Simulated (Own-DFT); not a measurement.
# One trend across several semiconductors

Calculated, not measured: single-point runs of Own-DFT, a retired in-house plane-wave DFT program that no person has reviewed, on unrelaxed cells, without spin or spin-orbit coupling.

Caveats (not all hold for every row): forces on such cells moved up to 12 meV/angstrom on a denser k mesh; forces not confirmed at this smearing and k mesh; k mesh not checked against a denser one; forces on such cells passed a denser k mesh, each cell not checked; stress not checked against mesh or cutoff.

All runs are PBE with PseudoDojo norm-conserving files; cutoff and k mesh are each material's own. Every cell starts from measured lattice constants and was given uniform random strains and small random moves of its atoms. Each triple is the change of volume in per cent, the rms move u in Å and the pressure in GPa.

- 4H SiC (C36Si36), 10.36 Å³/atom unstrained: (-3.68, 0.049, 15.22); (-3.32, 0.051, 13.94); (-2.55, 0.047, 11.41); (-1.87, 0.051, 9.76); (0.35, 0.050, 5.07); (1.82, 0.049, 1.53); (2.69, 0.048, -0.80)
- wurtzite AlN (Al64N64), 10.45 Å³/atom unstrained: (-3.28, 0.049, 12.80); (-3.23, 0.052, 13.46); (-2.34, 0.051, 11.03); (-1.14, 0.048, 8.01); (0.50, 0.049, 4.95); (1.23, 0.050, 2.89); (1.50, 0.051, 2.65)
- wurtzite GaN (Ga36N36), 11.42 Å³/atom unstrained: (-2.07, 0.048, 12.02); (-2.02, 0.051, 12.69); (-1.04, 0.049, 10.33); (-0.57, 0.056, 9.53); (0.23, 0.049, 7.49); (0.69, 0.054, 7.10); (1.69, 0.050, 4.20)
- diamond silicon (Si64), 20.02 Å³/atom unstrained: withheld
- zincblende GaP (Ga32P32), 20.24 Å³/atom unstrained: (-1.08, 0.050, 4.52); (-0.49, 0.051, 3.95); (0.13, 0.047, 3.09); (1.25, 0.049, 2.14); (1.76, 0.051, 1.86); (2.49, 0.050, 1.24); (2.58, 0.049, 1.26)
- zincblende InP (In48P48), 25.27 Å³/atom unstrained: (-2.67, 0.050, 5.76); (-1.86, 0.050, 5.13); (-1.40, 0.048, 4.73); (-1.30, 0.052, 4.74); (1.01, 0.049, 2.91); (1.27, 0.052, 2.75); (1.74, 0.051, 2.55)
- grey tin (Sn64), 34.15 Å³/atom unstrained: (-2.55, 0.046, 5.11); (-0.72, 0.051, 4.05); (-0.71, 0.050, 4.17); (-0.16, 0.047, 3.81); (-0.12, 0.049, 3.85); (0.18, 0.050, 3.64); (1.31, 0.047, 3.16)

## What the rows give

Fit a line to each set against the fractional change of volume; B is minus its slope, and u is nearly the same within a set. To take it to zero pressure, assume that B rises by 4 GPa for each GPa: B0 = B - 4 x (mean pressure). The bond length of an ideal tetrahedral crystal with the unstrained volume v is d = (√3/4)(8 v)^(1/3). Cohen's empirical rule reads B0 = (1971 - 220 L) d^(-3.5) GPa, with L = 0 for group IV crystals and SiC and 1 for III-V compounds.

```
                material  L  d (Å)   B (GPa)  mean P (GPa)  B0 (GPa)  rule (GPa)
        4H SiC (C36Si36)  0  1.888   242 ± 7           8.0   210 ± 7         213
  wurtzite AlN (Al64N64)  1  1.893   222 ± 7           8.0   190 ± 7         188
  wurtzite GaN (Ga36N36)  1  1.950  212 ± 11           9.1  176 ± 11         169
  diamond silicon (Si64)  0  2.352         ?             ?         ?          99
zincblende GaP (Ga32P32)  1  2.360    89 ± 4           2.6    79 ± 4          87
zincblende InP (In48P48)  1  2.541    75 ± 2           4.1    58 ± 2          67
         grey tin (Sn64)  0  2.810    51 ± 2           4.0    35 ± 2          53
```

A line through ln[B0/(1971 - 220 L)] against ln d has a slope of -4.4 ± 0.2 and a scatter of 8 %. Against the rule, B0 stands at 99 % for 4H SiC, 101 % for wurtzite AlN, 104 % for wurtzite GaN, 91 % for zincblende GaP, 87 % for zincblende InP, 66 % for grey tin. PBE tends to make silicon and heavier crystals too soft, and the rule itself is only a guide.

## Check

Q: what B0 does the fitted trend give for diamond silicon (Si64)?

The line gives 85 GPa. Its own runs give B = 90 ± 5 GPa at a mean pressure of 1.6 GPa, so B0 = 84 GPa.
